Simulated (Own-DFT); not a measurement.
# Across the composition range of diamond-structure SiGe

Calculated results; nothing here was measured. They come from Own-DFT, an in-house plane-wave density functional program, since retired, whose code no person has reviewed. Each row is one single-point run on a periodic cell that was not relaxed, without spin or spin-orbit coupling.

Settings of every run: PBE; PseudoDojo norm-conserving scalar-relativistic files; cutoff 42 hartree; 5 x 5 x 5 k mesh centred on Gamma; Fermi-Dirac smearing of 0.1 eV.

Known limits, some of them of some rows only: forces on such cells failed a check on a denser k mesh; forces on such cells moved up to 12 meV/angstrom on a denser k mesh; forces on such cells passed a denser k mesh, each cell not checked; stress not checked against mesh or cutoff.

Each cell has 16 atoms, with Ge and Si placed at random on their shared sites; x is the share of Ge. Lattice constants follow the straight line between measured values of the end members, and atoms start on the ideal sites of that lattice. Every atom was also moved at random, by a Gaussian of width 0.03 Å on each axis. u is the rms move along one axis. dE is the free energy for each Ge or Si site above the straight-line part, a + b x, of the fit below.

| x | cell | u (Å) | volume (Å³/atom) | P (GPa) | dE (meV/site) |
|---|---|---|---|---|---|
| 0.125 | Ge2Si14 | 0.0279 | 20.340 | 2.18 | 3.0 |
| 0.125 | Ge2Si14 | 0.0321 | 20.340 | 2.37 | 16.2 |
| 0.125 | Ge2Si14 | 0.0292 | 20.340 | 2.26 | 10.8 |
| 0.125 | Ge2Si14 | 0.0275 | 20.340 | 2.16 | 3.2 |
| 0.250 | Ge4Si12 | 0.0297 | 20.659 | ? | ? |
| 0.500 | Ge8Si8 | 0.0316 | 21.306 | 2.69 | 16.8 |
| 0.500 | Ge8Si8 | 0.0299 | 21.306 | 2.90 | 27.0 |
| 0.500 | Ge8Si8 | 0.0360 | 21.306 | 2.79 | 25.2 |
| 0.500 | Ge8Si8 | 0.0325 | 21.306 | 2.75 | 21.1 |
| 0.750 | Ge12Si4 | 0.0312 | 21.966 | 3.26 | 15.1 |
| 0.750 | Ge12Si4 | 0.0355 | 21.966 | 3.42 | 23.8 |
| 0.750 | Ge12Si4 | 0.0249 | 21.966 | 3.27 | 15.7 |
| 0.750 | Ge12Si4 | 0.0274 | 21.966 | 3.23 | 9.8 |
| 0.875 | Ge14Si2 | 0.0313 | 22.302 | 3.62 | 6.8 |
| 0.875 | Ge14Si2 | 0.0286 | 22.302 | 3.64 | 6.6 |
| 0.875 | Ge14Si2 | 0.0329 | 22.302 | 3.68 | 12.7 |
| 0.875 | Ge14Si2 | 0.0283 | 22.302 | 3.64 | 9.2 |

## Worked fit

Fit E = a + b x + W x (1 - x) + k (u² - 0.03²) to the rows shown. It gives W = 82 ± 18 meV/site and k = 16 ± 6 eV/Å², with a scatter of 4.1 meV/site. Part of W is bond strain that relaxing the atoms would remove. The pressures follow P = 2.14 + 0.67 x + 1.19 x² GPa, with a scatter of 0.08.

## Withheld member

Question: what pressure and dE should the cell at x = 0.250 give?

The fits give 2.4 GPa and 15 meV/site. The calculation gave 2.32 GPa and 9.2 meV/site.
